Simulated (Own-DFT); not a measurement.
# Computed records: AlGa$_{3}$N$_{4}$ (wurtzite random alloy, strained, atoms displaced), Al$_{3}$GaN$_{4}$ (wurtzite random alloy, strained, atoms displaced)

Computed with Own-DFT development build. A calculation, not a measurement: plane-wave PBE density functional theory by an unreviewed code, no spin, of a simulated periodic cell, stress positive in tension, free energy of the whole cell less one offset for each atom, forces on such cells passed a denser k mesh, this cell's mesh not checked; offsets are fitted by least squares, one for each functional and potential file, so energies compare only between cells with the same atoms and settings and are not formation energies; the far tail of each file's local potential was reset to the Coulomb form; each entry is a single point on an unrelaxed cell, so the pressure reflects the starting lattice, mostly measured values, from which strain is counted, and rises with the displacements; printed positions are rounded, which can move forces by about a meV/angstrom; the program is a retired in-house code; no spin-orbit coupling.

Settings shared by all entries: functional PBE; potential files PseudoDojo norm-conserving, scalar-relativistic, standard set; wave cutoff 42 hartree; occupations Fermi-Dirac; smearing width 0.1 eV; k mesh 4 x 4 x 3 centred on Gamma.

(1) AlGa$_{3}$N$_{4}$ (wurtzite random alloy, strained, atoms displaced)

```cif
# cell vector a (Å): 9.7232 0.0000 0.0000
# cell vector b (Å): -4.8616 8.4205 0.0000
# cell vector c (Å): 0.0000 0.0000 10.2685
data_AlGa3N4
_symmetry_space_group_name_H-M 'P 1'
_symmetry_Int_Tables_number 1
_cell_length_a 9.7232
_cell_length_b 9.7232
_cell_length_c 10.2685
_cell_angle_alpha 90.000
_cell_angle_beta 90.000
_cell_angle_gamma 120.000
_cell_volume 840.73
loop_
_atom_site_label
_atom_site_type_symbol
_atom_site_fract_x
_atom_site_fract_y
_atom_site_fract_z
_atom_site_occupancy
Ga1 Ga 0.11407 0.22043 0.99409 1
Ga2 Ga 0.22086 0.10951 0.24952 1
N1 N 0.10793 0.22336 0.18711 1
N2 N 0.22274 0.11039 0.44103 1
Al1 Al 0.11104 0.21990 0.49772 1
Ga3 Ga 0.23949 0.11818 0.75289 1
N3 N 0.10550 0.21536 0.68441 1
N4 N 0.22538 0.11827 0.93680 1
Ga4 Ga 0.12035 0.55838 0.99444 1
Ga5 Ga 0.21840 0.44195 0.23979 1
N5 N 0.11874 0.55896 0.19471 1
N6 N 0.21928 0.44241 0.43448 1
Ga6 Ga 0.11126 0.55689 0.49967 1
Al2 Al 0.22360 0.44757 0.75216 1
N7 N 0.11581 0.56221 0.68489 1
N8 N 0.22556 0.45027 0.93787 1
Al3 Al 0.11040 0.89441 0.99852 1
Ga7 Ga 0.21301 0.77476 0.25299 1
N9 N 0.10206 0.90135 0.18582 1
N10 N 0.21819 0.77830 0.44507 1
Ga8 Ga 0.11176 0.88091 0.50870 1
Ga9 Ga 0.22702 0.77632 0.74620 1
N11 N 0.10841 0.89086 0.68400 1
N12 N 0.21441 0.76663 0.93632 1
Ga10 Ga 0.44317 0.21800 0.99752 1
Ga11 Ga 0.55537 0.11252 0.23628 1
N13 N 0.44833 0.22832 0.19418 1
N14 N 0.55056 0.10586 0.44077 1
Ga12 Ga 0.44192 0.21587 0.51059 1
Ga13 Ga 0.55865 0.10904 0.74781 1
N15 N 0.44660 0.21695 0.69525 1
N16 N 0.56262 0.11218 0.94240 1
Ga14 Ga 0.44231 0.55096 0.00070 1
Ga15 Ga 0.55889 0.44824 0.25865 1
N17 N 0.43684 0.56066 0.18962 1
N18 N 0.56312 0.44864 0.43538 1
Ga16 Ga 0.45104 0.56016 0.49837 1
Al4 Al 0.55598 0.43243 0.74480 1
N19 N 0.44832 0.55453 0.69381 1
N20 N 0.56162 0.45175 0.93841 1
Al5 Al 0.44622 0.88434 0.99357 1
Ga17 Ga 0.55754 0.78201 0.26167 1
N21 N 0.43658 0.88739 0.18665 1
N22 N 0.55607 0.77088 0.44496 1
Ga18 Ga 0.43628 0.88111 0.50591 1
Ga19 Ga 0.54822 0.78253 0.74973 1
N23 N 0.43995 0.89081 0.68832 1
N24 N 0.54688 0.77589 0.93763 1
Al6 Al 0.77641 0.21555 0.00289 1
Al7 Al 0.88744 0.10263 0.25058 1
N25 N 0.77686 0.21636 0.18465 1
N26 N 0.88442 0.11340 0.43882 1
Ga20 Ga 0.77266 0.21766 0.49744 1
Ga21 Ga 0.88395 0.10518 0.75431 1
N27 N 0.78260 0.22380 0.69408 1
N28 N 0.89479 0.11464 0.93996 1
Ga22 Ga 0.77421 0.55809 0.98969 1
Ga23 Ga 0.89257 0.44546 0.24865 1
N29 N 0.78126 0.55548 0.19141 1
N30 N 0.88758 0.45526 0.44690 1
Ga24 Ga 0.77269 0.54785 0.50046 1
Ga25 Ga 0.89546 0.45266 0.74768 1
N31 N 0.77719 0.56566 0.68031 1
N32 N 0.88007 0.44430 0.93612 1
Ga26 Ga 0.78024 0.89991 0.99937 1
Al8 Al 0.88323 0.77248 0.24985 1
N33 N 0.77308 0.88482 0.18722 1
N34 N 0.87980 0.76991 0.43870 1
Ga27 Ga 0.78365 0.89559 0.49264 1
Al9 Al 0.88363 0.77896 0.75508 1
N35 N 0.77803 0.88364 0.68984 1
N36 N 0.88959 0.78597 0.94388 1
```

| Item | Value |
| --- | --- |
| free energy of cell above offsets | 6.456 eV |
| pressure | -1.19 GPa |
| stress xx | 3.63 GPa |
| stress yy | 4.04 GPa |
| stress zz | -4.12 GPa |
| stress yz | -0.38 GPa |
| stress xz | 0.55 GPa |
| stress xy | 0.19 GPa |

Force:
| element | x (eV/Å) | y (eV/Å) | z (eV/Å) |
| --- | --- | --- | --- |
| Ga | -0.673 | 0.944 | 0.807 |
| Ga | 0.172 | 1.189 | 0.571 |
| N | -0.317 | -1.049 | 0.003 |
| N | -0.61 | 0.091 | 0.44 |
| Al | -0.094 | 0.418 | 0.055 |
| Ga | -3.089 | -1.469 | -1.133 |
| N | 0.633 | 1.46 | 0.656 |
| N | 0.806 | -1.579 | 0.668 |
| Ga | -1.846 | -0.953 | 1.207 |
| Ga | 0.54 | 0.003 | 1.516 |
| N | -1.543 | -0.186 | -1.25 |
| N | 0.315 | -0.51 | 0.718 |
| Ga | 0.267 | -0.783 | -0.756 |
| Al | 0.335 | -0.596 | -1.326 |
| N | 0.96 | -1.132 | 1.2 |
| N | 0.262 | -1.271 | -0.798 |
| Al | 0.187 | -0.694 | -0.011 |
| Ga | 0.279 | 1.128 | -0.424 |
| N | 0.676 | -2.122 | -0.435 |
| N | 0.802 | -0.398 | -0.847 |
| Ga | -1.87 | 0.852 | -2.333 |
| Ga | -1.933 | 0.174 | 0.518 |
| N | 0.077 | -0.271 | 3.53 |
| N | 0.01 | 3.159 | 0.382 |
| Ga | 0.581 | 1.234 | 0.972 |
| Ga | -0.183 | -0.516 | 1.474 |
| N | -0.562 | -0.309 | -1.062 |
| N | 0.125 | -0.031 | -0.173 |
| Ga | -0.121 | 0.308 | -2.517 |
| Ga | 0.826 | 0.457 | 0.7 |
| N | 0.873 | 1.402 | 0.015 |
| N | -0.246 | -1.201 | -0.113 |
| Ga | 0.419 | 0.9 | 0.044 |
| Ga | -0.33 | 0.058 | -2.59 |
| N | 1.605 | -0.105 | 0.188 |
| N | -1.203 | -1.281 | 2.477 |
| Ga | -0.527 | -1.904 | 0.679 |
| Al | -0.486 | 2.487 | 0.734 |
| N | -0.538 | -0.976 | -0.053 |
| N | -0.941 | -1.652 | -1.372 |
| Al | -1.208 | 0.188 | 1.197 |
| Ga | -0.912 | -0.407 | -2.056 |
| N | 0.371 | -0.036 | -0.493 |
| N | -0.765 | 1.782 | 0.234 |
| Ga | 0.628 | 0.745 | -1.878 |
| Ga | 1.943 | -0.984 | -0.276 |
| N | 0.623 | 0.252 | 0.676 |
| N | 0.62 | 0.6 | 0.363 |
| Al | 0.078 | 1.415 | -0.949 |
| Al | -0.415 | 0.795 | -0.472 |
| N | 1.012 | 0.137 | 0.539 |
| N | 1.456 | 0.264 | -1.022 |
| Ga | -0.295 | 0.879 | 0.443 |
| Ga | 0.751 | 0.159 | -1.341 |
| N | -0.548 | -0.045 | -0.646 |
| N | -1.173 | 0.508 | 0.547 |
| Ga | 0.958 | 0.396 | 1.74 |
| Ga | -0.262 | -0.194 | 0.221 |
| N | -0.357 | 0.658 | -0.536 |
| N | 1.833 | -2.054 | -1.32 |
| Ga | -0.552 | 1.7 | -0.605 |
| Ga | -0.613 | -0.296 | -0.206 |
| N | -0.004 | -0.927 | 3.025 |
| N | 1.452 | -0.806 | 0.662 |
| Ga | -0.343 | -1.537 | 0.012 |
| Al | 0.063 | 0.299 | -0.051 |
| N | 0.563 | 0.557 | 1.266 |
| N | 0.698 | 1.003 | -0.968 |
| Ga | 0.277 | -1.037 | 1.374 |
| Al | 0.503 | 0.139 | -0.911 |
| N | -0.751 | 0.401 | 0.191 |
| N | 0.729 | 0.173 | -1.125 |

(2) AlGa$_{3}$N$_{4}$ (wurtzite random alloy, strained, atoms displaced)

```cif
# cell vector a (Å): 9.2953 0.0000 0.0000
# cell vector b (Å): -4.6476 8.0500 0.0000
# cell vector c (Å): 0.0000 0.0000 10.2685
data_AlGa3N4
_symmetry_space_group_name_H-M 'P 1'
_symmetry_Int_Tables_number 1
_cell_length_a 9.2953
_cell_length_b 9.2953
_cell_length_c 10.2685
_cell_angle_alpha 90.000
_cell_angle_beta 90.000
_cell_angle_gamma 120.000
_cell_volume 768.36
loop_
_atom_site_label
_atom_site_type_symbol
_atom_site_fract_x
_atom_site_fract_y
_atom_site_fract_z
_atom_site_occupancy
Ga1 Ga 0.12282 0.22610 0.99932 1
Ga2 Ga 0.21749 0.11594 0.24679 1
N1 N 0.10285 0.21537 0.17939 1
N2 N 0.22515 0.11607 0.44752 1
Ga3 Ga 0.11189 0.21968 0.49538 1
Ga4 Ga 0.22611 0.11067 0.74788 1
N3 N 0.11022 0.23688 0.69035 1
N4 N 0.22034 0.11776 0.93649 1
Ga5 Ga 0.10290 0.54653 0.99930 1
Al1 Al 0.22288 0.43929 0.25086 1
N5 N 0.11622 0.55308 0.18803 1
N6 N 0.22589 0.45048 0.44508 1
Ga6 Ga 0.10846 0.55277 0.50019 1
Ga7 Ga 0.21961 0.43723 0.75025 1
N7 N 0.10670 0.55327 0.69371 1
N8 N 0.22350 0.43549 0.94570 1
Al2 Al 0.10225 0.89034 0.98657 1
Ga8 Ga 0.22633 0.77735 0.25066 1
N9 N 0.11612 0.88615 0.18650 1
N10 N 0.21945 0.77652 0.44194 1
Ga9 Ga 0.11257 0.89039 0.49526 1
Ga10 Ga 0.21356 0.78460 0.74651 1
N11 N 0.10284 0.88574 0.68699 1
N12 N 0.21796 0.77887 0.93840 1
Ga11 Ga 0.44567 0.22339 0.99878 1
Al3 Al 0.55175 0.11718 0.25161 1
N13 N 0.44537 0.22692 0.19040 1
N14 N 0.55663 0.11271 0.43797 1
Al4 Al 0.44634 0.23128 0.49705 1
Ga12 Ga 0.54957 0.10312 0.74723 1
N15 N 0.44132 0.22532 0.69106 1
N16 N 0.55279 0.11497 0.93352 1
Ga13 Ga 0.44833 0.55625 0.00059 1
Ga14 Ga 0.54500 0.43222 0.24619 1
N17 N 0.44361 0.55525 0.19090 1
N18 N 0.55042 0.43920 0.43417 1
Ga15 Ga 0.44644 0.54784 0.49827 1
Al5 Al 0.56882 0.45119 0.75113 1
N19 N 0.44057 0.55749 0.68572 1
N20 N 0.54888 0.44455 0.93438 1
Ga16 Ga 0.44961 0.89246 0.98962 1
Ga17 Ga 0.53770 0.76535 0.25355 1
N21 N 0.44542 0.89178 0.18898 1
N22 N 0.54223 0.77868 0.44222 1
Ga18 Ga 0.44446 0.89113 0.49548 1
Ga19 Ga 0.56632 0.78329 0.75261 1
N23 N 0.43163 0.88499 0.68973 1
N24 N 0.55678 0.77871 0.93451 1
Al6 Al 0.77982 0.22550 0.00840 1
Al7 Al 0.88265 0.10207 0.25467 1
N25 N 0.77219 0.22424 0.18875 1
N26 N 0.88554 0.11111 0.43157 1
Ga20 Ga 0.77462 0.22407 0.49450 1
Ga21 Ga 0.89366 0.10870 0.74804 1
N27 N 0.77903 0.22066 0.69150 1
N28 N 0.88900 0.11225 0.93733 1
Ga22 Ga 0.76931 0.53765 0.99983 1
Ga23 Ga 0.89028 0.43386 0.25498 1
N29 N 0.77317 0.56004 0.18434 1
N30 N 0.88700 0.45245 0.44294 1
Ga24 Ga 0.78337 0.55938 0.50139 1
Al8 Al 0.89170 0.44614 0.75436 1
N31 N 0.78704 0.55780 0.68958 1
N32 N 0.88115 0.43788 0.94472 1
Ga25 Ga 0.78221 0.89472 0.99787 1
Ga26 Ga 0.88992 0.77799 0.24469 1
N33 N 0.78715 0.89004 0.18662 1
N34 N 0.87741 0.76535 0.42710 1
Al9 Al 0.77284 0.87832 0.48996 1
Ga27 Ga 0.87206 0.76626 0.74172 1
N35 N 0.78032 0.88707 0.68225 1
N36 N 0.88362 0.77718 0.93101 1
```

| Property | Result |
| --- | --- |
| free energy of cell above offsets | 10.191 eV |
| pressure | 17.79 GPa |
| stress xx | -20.36 GPa |
| stress yy | -22.73 GPa |
| stress zz | -10.28 GPa |
| stress yz | -1.01 GPa |
| stress xz | 1.34 GPa |
| stress xy | 1.93 GPa |

Force:
| element | x (eV/Å) | y (eV/Å) | z (eV/Å) |
| --- | --- | --- | --- |
| Ga | -2.69 | -1.465 | 0.181 |
| Ga | 0.832 | -1.637 | 0.584 |
| N | -0.949 | 1.285 | 2.813 |
| N | 1.184 | -0.304 | -1.868 |
| Ga | -1.704 | 1.041 | 1.577 |
| Ga | -1.885 | 0.282 | 0.093 |
| N | 1.566 | -4.354 | -2.132 |
| N | 2.143 | -2.489 | -0.495 |
| Ga | 1.158 | 1.41 | 0.188 |
| Al | -0.686 | 0.044 | 0.012 |
| N | 0.112 | -0.832 | 0.683 |
| N | -0.187 | -1.471 | -2.7 |
| Ga | 0.145 | 0.558 | 1.487 |
| Ga | -0.044 | 3.812 | 1.598 |
| N | -0.373 | 0.104 | -0.235 |
| N | -0.905 | 2.886 | -1.577 |
| Al | 1.087 | -0.26 | 1.507 |
| Ga | -0.677 | -0.291 | -0.072 |
| N | -0.82 | 0.972 | -1.24 |
| N | 0.067 | -0.033 | -0.925 |
| Ga | -0.958 | -0.547 | 0.584 |
| Ga | 1.354 | -2.051 | 1.181 |
| N | -1.345 | 1.032 | -0.99 |
| N | -0.501 | -0.048 | -0.027 |
| Ga | -0.697 | -0.423 | 0.036 |
| Al | 0.782 | -1.255 | -0.119 |
| N | 0.164 | -3.095 | -1.224 |
| N | -1.998 | 0.885 | -1.12 |
| Al | 0.779 | -1.613 | 1.544 |
| Ga | 0.286 | 1.355 | -0.174 |
| N | 1.472 | 1.597 | -1.722 |
| N | 1.762 | 0.554 | 1.038 |
| Ga | -1.016 | 0.72 | 0.354 |
| Ga | 1.061 | 3.932 | 1.018 |
| N | -0.788 | -1.737 | -0.538 |
| N | 1.328 | 0.252 | 0.132 |
| Ga | -1.031 | 1.536 | 1.23 |
| Al | -2.119 | -0.941 | -0.539 |
| N | 2.391 | -0.216 | 0.769 |
| N | 1.308 | -0.325 | -0.898 |
| Ga | -1.325 | -0.5 | 1.432 |
| Ga | 1.544 | 2.387 | 0.02 |
| N | 0.397 | 1.403 | -0.565 |
| N | 3.705 | -0.982 | -0.878 |
| Ga | -1.538 | 0.41 | 2.043 |
| Ga | -2.114 | -0.839 | -1.297 |
| N | 1.825 | 0.004 | -0.844 |
| N | 0.369 | -0.152 | 0.747 |
| Al | 0.024 | -1.591 | -1.526 |
| Al | -0.231 | 0.623 | -1.927 |
| N | 0.585 | -2.272 | 0.119 |
| N | 0.523 | -1.169 | 0.631 |
| Ga | 0.833 | 0.126 | 1.93 |
| Ga | -0.978 | 0.232 | 0.577 |
| N | -0.616 | 0.88 | -0.717 |
| N | -0.714 | 1.314 | 0.325 |
| Ga | -1.416 | 2.9 | 0.742 |
| Ga | -1.002 | 2.758 | -0.335 |
| N | 0.944 | -1.972 | 0.413 |
| N | 1.474 | -1.662 | -1.28 |
| Ga | -1.744 | -0.776 | 0.256 |
| Al | 0.351 | -1.237 | -0.023 |
| N | -0.615 | -3.055 | -0.426 |
| N | 1.194 | -0.983 | -2.136 |
| Ga | -0.046 | -0.684 | 0.737 |
| Ga | 0.944 | -0.426 | -0.508 |
| N | -2.577 | 0.54 | 0.253 |
| N | -0.06 | 2.411 | 1.57 |
| Al | -0.908 | 0.965 | 0.552 |
| Ga | 1.643 | 2.534 | 1.971 |
| N | -0.801 | 0.734 | -2.161 |
| N | 0.716 | -0.793 | 0.285 |

(3) Al$_{3}$GaN$_{4}$ (wurtzite random alloy, strained, atoms displaced)

```cif
# cell vector a (Å): 9.2059 0.0000 0.0000
# cell vector b (Å): -4.6029 7.9725 0.0000
# cell vector c (Å): 0.0000 0.0000 10.0655
data_Al3GaN4
_symmetry_space_group_name_H-M 'P 1'
_symmetry_Int_Tables_number 1
_cell_length_a 9.2059
_cell_length_b 9.2058
_cell_length_c 10.0655
_cell_angle_alpha 90.000
_cell_angle_beta 90.000
_cell_angle_gamma 120.000
_cell_volume 738.75
loop_
_atom_site_label
_atom_site_type_symbol
_atom_site_fract_x
_atom_site_fract_y
_atom_site_fract_z
_atom_site_occupancy
Al1 Al 0.11838 0.23842 0.99842 1
Ga1 Ga 0.22187 0.11043 0.24175 1
N1 N 0.11432 0.22438 0.19082 1
N2 N 0.22354 0.11172 0.44194 1
Al2 Al 0.11345 0.21945 0.49688 1
Ga2 Ga 0.21916 0.11571 0.75486 1
N3 N 0.11824 0.21391 0.69031 1
N4 N 0.22066 0.11663 0.93723 1
Al3 Al 0.10422 0.55340 0.00251 1
Al4 Al 0.22225 0.44618 0.25110 1
N5 N 0.11283 0.55185 0.18788 1
N6 N 0.20480 0.43665 0.44115 1
Al5 Al 0.10679 0.55525 0.49316 1
Al6 Al 0.22239 0.44938 0.74601 1
N7 N 0.11095 0.55799 0.68995 1
N8 N 0.22711 0.44187 0.93774 1
Ga3 Ga 0.11782 0.89786 0.99641 1
Al7 Al 0.21905 0.77003 0.25651 1
N9 N 0.10846 0.88791 0.19566 1
N10 N 0.22058 0.79118 0.43783 1
Al8 Al 0.11154 0.88992 0.49915 1
Al9 Al 0.21788 0.77347 0.74993 1
N11 N 0.10284 0.88299 0.68802 1
N12 N 0.23079 0.77483 0.93748 1
Al10 Al 0.43919 0.21792 0.99354 1
Al11 Al 0.54889 0.11202 0.24352 1
N13 N 0.44285 0.22160 0.18917 1
N14 N 0.55741 0.11290 0.44821 1
Al12 Al 0.44417 0.23155 0.50877 1
Al13 Al 0.55866 0.11310 0.74724 1
N15 N 0.44764 0.22371 0.69591 1
N16 N 0.55975 0.10677 0.94509 1
Al14 Al 0.43945 0.54729 0.99972 1
Al15 Al 0.54430 0.44452 0.24487 1
N17 N 0.44541 0.55398 0.19108 1
N18 N 0.57101 0.44936 0.44549 1
Ga4 Ga 0.43657 0.55541 0.49559 1
Al16 Al 0.56417 0.44879 0.74935 1
N19 N 0.44918 0.55834 0.69389 1
N20 N 0.54842 0.43951 0.93828 1
Al17 Al 0.46255 0.89900 0.00665 1
Al18 Al 0.56407 0.78179 0.24858 1
N21 N 0.44752 0.88605 0.18754 1
N22 N 0.54584 0.77003 0.43733 1
Al19 Al 0.44007 0.88934 0.50466 1
Ga5 Ga 0.55804 0.78534 0.74838 1
N23 N 0.44371 0.88495 0.69093 1
N24 N 0.56291 0.79104 0.93730 1
Al20 Al 0.77668 0.23429 0.99929 1
Al21 Al 0.89478 0.10228 0.25256 1
N25 N 0.76442 0.20653 0.19549 1
N26 N 0.89396 0.11542 0.45021 1
Al22 Al 0.77561 0.22727 0.49389 1
Al23 Al 0.88272 0.10632 0.75344 1
N27 N 0.77321 0.22595 0.69187 1
N28 N 0.88375 0.10805 0.93240 1
Ga6 Ga 0.77518 0.55902 0.99241 1
Al24 Al 0.89315 0.44443 0.24766 1
N29 N 0.78022 0.55245 0.19789 1
N30 N 0.88963 0.44536 0.44527 1
Al25 Al 0.77255 0.55114 0.50762 1
Al26 Al 0.89125 0.44873 0.74867 1
N31 N 0.77288 0.56235 0.69406 1
N32 N 0.88932 0.44923 0.94659 1
Ga7 Ga 0.76756 0.87979 0.99542 1
Al27 Al 0.88836 0.77637 0.25084 1
N33 N 0.77901 0.89251 0.19505 1
N34 N 0.87883 0.76750 0.44054 1
Ga8 Ga 0.77832 0.88585 0.49359 1
Ga9 Ga 0.90211 0.79829 0.75217 1
N35 N 0.77576 0.89538 0.68909 1
N36 N 0.88842 0.77838 0.93968 1
```

| Item | Value |
| --- | --- |
| free energy of cell above offsets | -14.858 eV |
| pressure | 16.11 GPa |
| stress xx | -21.28 GPa |
| stress yy | -19.37 GPa |
| stress zz | -7.67 GPa |
| stress yz | 1.1 GPa |
| stress xz | -0.53 GPa |
| stress xy | -0.88 GPa |

Force:
| element | x (eV/Å) | y (eV/Å) | z (eV/Å) |
| --- | --- | --- | --- |
| Al | -1.039 | -3.717 | 0.521 |
| Ga | 0.285 | -0.124 | 2.112 |
| N | -1.452 | 0.93 | -1.172 |
| N | 0.315 | 0.33 | -0.09 |
| Al | -0.276 | -0.316 | 1.579 |
| Ga | 3.208 | -1.739 | -0.477 |
| N | -5.071 | 3.169 | -1.74 |
| N | -0.024 | 0.816 | 1.845 |
| Al | 1.813 | 1.187 | -0.526 |
| Al | 0.327 | -0.562 | 0.308 |
| N | -0.375 | 0.294 | 0.408 |
| N | 1.124 | 0.631 | -1.199 |
| Al | -0.256 | 1.137 | 1.607 |
| Al | 1.062 | -1.06 | 0.186 |
| N | 0.007 | -0.555 | -0.884 |
| N | -1.863 | 2.079 | -0.64 |
| Ga | 0.521 | -1.794 | 1.193 |
| Al | 0.189 | 1.543 | -1.561 |
| N | 0.753 | -1.613 | -0.923 |
| N | 1.869 | -2.481 | 0.296 |
| Al | -1.988 | 0.401 | 0.424 |
| Al | 0.425 | 1.095 | 0.419 |
| N | 3.997 | 1.517 | -1.319 |
| N | -0.31 | 0.301 | 0.389 |
| Al | 1.119 | 0.092 | 0.761 |
| Al | 0.542 | -1.054 | 2.144 |
| N | 0.352 | 1.072 | -1.597 |
| N | -1.441 | -0.366 | -1.312 |
| Al | 0.988 | -1.118 | -0.685 |
| Al | -0.495 | -0.906 | 0.788 |
| N | 0.23 | 0.39 | -0.378 |
| N | -1.648 | 1.908 | -1.439 |
| Al | 0.202 | 2.074 | -0.121 |
| Al | 3.698 | -0.675 | 1.829 |
| N | -1.613 | 1.017 | -0.898 |
| N | -3.644 | -1.829 | -1.996 |
| Ga | 1.187 | -1.308 | 1.51 |
| Al | -2.099 | -0.725 | 0.474 |
| N | -0.71 | -1.152 | -0.396 |
| N | -0.036 | -0.023 | -0.203 |
| Al | -1.926 | -1.888 | -0.558 |
| Al | -1.423 | -0.559 | 0.707 |
| N | -0.985 | -0.226 | 1.143 |
| N | -0.73 | 2.176 | -0.954 |
| Al | 0.651 | 0.487 | -0.594 |
| Ga | 0.613 | -1.408 | 0.544 |
| N | -2.557 | 1.415 | -0.871 |
| N | -2.151 | -3.933 | 0.391 |
| Al | 1.473 | -2.364 | 0.998 |
| Al | -1.733 | 2.098 | 0.732 |
| N | 2.15 | 2.272 | -0.902 |
| N | -0.657 | 0.178 | -2.176 |
| Al | 0.978 | -0.902 | 1.353 |
| Al | 0.252 | 1.882 | -1.521 |
| N | 1.487 | 0.444 | -0.483 |
| N | 0.473 | 2.079 | 1.958 |
| Ga | -0.333 | -0.497 | 2.174 |
| Al | -1.002 | -1.467 | 0.977 |
| N | -1.223 | 0.169 | -1.12 |
| N | -0.493 | 0.567 | -1.32 |
| Al | 1.875 | 1.431 | 0.202 |
| Al | -0.828 | -0.206 | 0.167 |
| N | 2.512 | -0.073 | -0.265 |
| N | 0.867 | -0.395 | -1.909 |
| Ga | 2.364 | 2.646 | 1.874 |
| Al | -0.195 | -0.662 | 0.476 |
| N | 1.181 | -1.408 | -0.622 |
| N | 2.237 | 0.56 | -0.64 |
| Ga | -1.18 | 0.268 | 1.408 |
| Ga | -3.09 | -2.607 | 0.244 |
| N | 0.912 | 0.188 | -0.692 |
| N | 0.607 | 0.868 | 0.044 |
